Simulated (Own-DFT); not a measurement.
# Which defects push the lattice out? zincblende GaAs

No measurement is shown. These are fixed-geometry runs of a retired plane-wave code named Own-DFT, which no person has reviewed; spin and spin-orbit coupling are neglected.

Method: PBE; PseudoDojo norm-conserving scalar-relativistic files; cutoff 42 hartree; 3 x 3 x 3 k mesh centred on Gamma; Fermi-Dirac smearing of 0.1 eV.

Known weak points (not all hold for every row): not probed for a lower state with spin; forces not confirmed at this smearing and k mesh; stress not checked against mesh or cutoff.

All runs share one cell, with vectors in Å (11.737, 0.000, 0.000); (0.000, 11.737, 0.000); (0.000, 0.000, 10.919) and a volume of 1504.3 Å³, strained against the parent crystal. The atoms are randomly displaced, by u rms on each axis. The defect's site can differ from row to row.

| cell | formula | u (Å) | P (GPa) |
|---|---|---|---|
| no defect | As32Ga32 | 0.0307 | 0.76 |
| no defect | As32Ga32 | 0.0325 | 0.80 |
| no defect | As32Ga32 | 0.0516 | 1.08 |
| one Al on a Ga site | AlAs32Ga31 | 0.0281 | 0.72 |
| one Al on a Ga site | AlAs32Ga31 | 0.0453 | 0.88 |
| one Al on a Ga site | AlAs32Ga31 | 0.0526 | 1.04 |
| one In on a Ga site | As32Ga31In | 0.0310 | 1.34 |
| one In on a Ga site | As32Ga31In | 0.0491 | 1.64 |
| one In on a Ga site | As32Ga31In | 0.0525 | 1.74 |
| one P on an As site | As31Ga32P | 0.0309 | 0.56 |
| one P on an As site | As31Ga32P | 0.0484 | 0.70 |
| one P on an As site | As31Ga32P | 0.0496 | 0.90 |
| one As vacancy and one Ga vacancy | As31Ga31 | 0.0308 | 0.49 |
| one As vacancy and one Ga vacancy | As31Ga31 | 0.0319 | 0.45 |
| one As vacancy and one Ga vacancy | As31Ga31 | 0.0517 | ? |
| one As vacancy and one Ga vacancy | As31Ga31 | 0.0522 | 0.85 |

## Worked fit

P = P0 + c u² + a shift for each defect gives P0 = 0.59 GPa, c = 190 ± 17 GPa/Å² and a scatter of 0.05 GPa. The shifts, and each times the cell's volume:

- one In on a Ga site: 0.60 ± 0.04 GPa, 5.6 eV
- one Al on a Ga site: -0.06 ± 0.04 GPa, -0.6 eV (not resolved)
- one P on an As site: -0.23 ± 0.04 GPa, -2.1 eV
- one As vacancy and one Ga vacancy: -0.29 ± 0.04 GPa, -2.7 eV

A positive shift means that the defect pushes the cell outwards. Shift times volume (160.2 GPa Å³ is 1 eV) depends little on the cell's size, so, taken for each site, it can be compared between cells at like pressure. The atoms around the defects weren't relaxed, which would change these numbers.

## The run left out

The question: what pressure belongs in the blank (one As vacancy and one Ga vacancy, u = 0.0517 Å)?

From the fit: 0.81 ± 0.06 GPa. The hidden result is 0.74 GPa.
